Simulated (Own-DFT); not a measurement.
# Response to strain: fcc Cu, 16 atoms (Cu16)

These are calculations, not measurements. They come from Own-DFT, an in-house plane-wave density functional program, since retired, whose code no person has reviewed. Each row is one single-point run on a periodic cell that was not relaxed, without spin or spin-orbit coupling.

Settings of every run: PBE; PseudoDojo norm-conserving scalar-relativistic files; cutoff 50 hartree; 7 x 7 x 5 k mesh centred on Gamma; cold (Marzari-Vanderbilt) smearing of 0.2 eV.

Known limits: forces on such cells failed a check on a denser k mesh; stress not checked against mesh or cutoff.

Unstrained cell vectors in Å: (3.615, 3.615, 0.000); (-3.615, 3.615, 0.000); (0.000, 0.000, 7.230). The unstrained cell has measured lattice constants (interpolated for alloys), not those of this functional. That, the random moves and any unrelaxed bonds set the pressure at no strain. Each run strains this cell uniformly, with the atoms carried along. Every atom was also moved at random, by a Gaussian of width 0.05 Å on each axis. Strain is the symmetric tensor, in per cent. Stress is positive in tension, and the pressure is minus a third of its trace.

| run | e_xx (%) | e_yy (%) | e_zz (%) | e_yz (%) | e_xz (%) | e_xy (%) | s_xx (GPa) | s_yy (GPa) | s_zz (GPa) | s_yz (GPa) | s_xz (GPa) | s_xy (GPa) | P (GPa) | E (meV/atom) |
|---|---|---|---|---|---|---|---|---|---|---|---|---|---|---|
| 1 | -0.85 | -0.32 | 0.87 | -0.83 | 0.87 | -1.68 | -3.59 | -3.17 | -2.46 | -1.47 | 1.56 | -2.88 | 3.07 | 1.6 |
| 2 | 1.38 | -1.45 | 1.56 | 0.41 | 0.79 | -0.60 | -0.26 | -1.84 | 0.32 | 0.61 | 1.09 | -0.55 | 0.59 | 4.2 |
| 3 | 0.82 | -0.12 | -0.04 | 0.45 | 1.36 | -1.94 | -2.07 | -2.77 | -2.48 | 1.08 | 2.35 | -3.43 | 2.44 | 17.1 |
| 4 | 0.94 | -0.48 | 0.11 | 1.87 | -0.62 | 1.08 | -1.71 | -3.36 | -2.40 | 3.16 | -0.88 | 1.83 | 2.49 | 14.1 |
| 5 | 1.42 | -0.16 | -0.70 | -0.48 | -1.70 | 1.49 | -1.49 | -2.24 | -1.88 | -1.01 | -2.88 | 2.69 | 1.87 | 2.6 |
| 6 | -0.14 | 0.44 | -1.52 | 0.21 | 1.53 | 0.47 | -4.67 | -3.98 | -4.73 | 0.34 | 2.91 | 0.77 | 4.46 | 1.3 |
| 7 | -0.89 | -1.59 | -1.71 | 0.27 | -0.78 | 1.89 | -10.97 | -11.23 | -10.40 | 0.97 | -1.31 | 3.16 | 10.87 | 38.6 |
| 8 | 0.00 | 1.67 | -0.18 | -0.49 | 1.65 | -0.35 | -1.52 | 0.38 | -0.92 | -0.88 | 3.33 | -0.70 | 0.69 | 4.9 |
| 9 | 1.36 | -0.70 | -1.49 | -0.37 | 1.59 | -0.38 | -3.91 | -5.38 | -5.12 | -0.86 | 2.12 | -0.89 | 4.80 | 19.5 |
| 10 | 1.91 | 0.00 | -0.17 | -0.61 | -0.87 | -0.42 | 0.01 | -1.00 | -1.02 | -1.07 | -1.04 | -0.58 | 0.67 | 12.1 |
| 11 | 0.87 | -1.11 | 1.43 | 0.04 | 0.03 | -0.95 | -0.65 | -1.70 | -0.09 | 0.19 | 0.28 | -1.35 | 0.82 | 0.0 |
| 12 | 0.09 | -0.11 | 0.47 | -0.30 | -0.29 | -0.88 | -2.95 | -2.88 | -1.59 | -0.59 | -0.45 | -1.24 | 2.47 | 10.6 |
| 13 | 1.15 | -0.41 | -0.43 | -1.58 | -1.37 | 0.20 | -2.04 | -3.20 | -2.98 | -3.00 | -2.61 | 0.48 | 2.74 | 12.2 |
| 14 | 1.98 | 0.40 | -0.76 | -0.96 | -1.43 | 1.83 | -0.60 | -1.56 | -1.39 | -2.21 | -2.40 | 2.72 | 1.18 | 18.8 |
| 15 | -0.91 | -0.56 | -0.36 | -1.43 | -0.45 | -0.81 | ? | ? | ? | ? | ? | ? | ? | ? |

E is the free energy for each atom above the lowest run shown.

## Worked fit

Each stress component was fitted by least squares to a constant and the strains of the runs shown, as fractions, with shears doubled. Shear strains stay in the fit of a normal stress only where such slopes are resolved. The slopes, in GPa:

```
stress  at no strain  per e_xx  per e_yy  per e_zz  scatter
  s_xx          -3.3  198 ± 15  149 ± 17  167 ± 14     0.49
  s_yy          -3.1  124 ± 15  232 ± 17  171 ± 14     0.51
  s_zz          -2.8  129 ± 14  152 ± 16  212 ± 13     0.47
```

Each shear stress against twice its own strain: yz 94 ± 4, xz 80 ± 5, xy 85 ± 5 GPa. These are stiffnesses along x, y and z of the frame in which the cell vectors are given, which need not be the crystal's axes. The atoms are held to the strained lattice; where symmetry lets them move under strain, relaxing them would lower some slopes. The table should be nearly symmetric about its diagonal, and what it lacks of that shows the noise. A ninth of its sum, 170 ± 8 GPa, estimates the bulk modulus near the mean pressure of these runs, 2.8 GPa, so it lies above the value at zero pressure.

## Withheld run

Question: what normal stresses and pressure should run 15 give?

The fit gives s_xx = -6.5, s_yy = -6.1, s_zz = -5.6 and P = 6.1 GPa. The calculation gave -5.94, -6.26, -5.76 and P = 5.99 GPa.
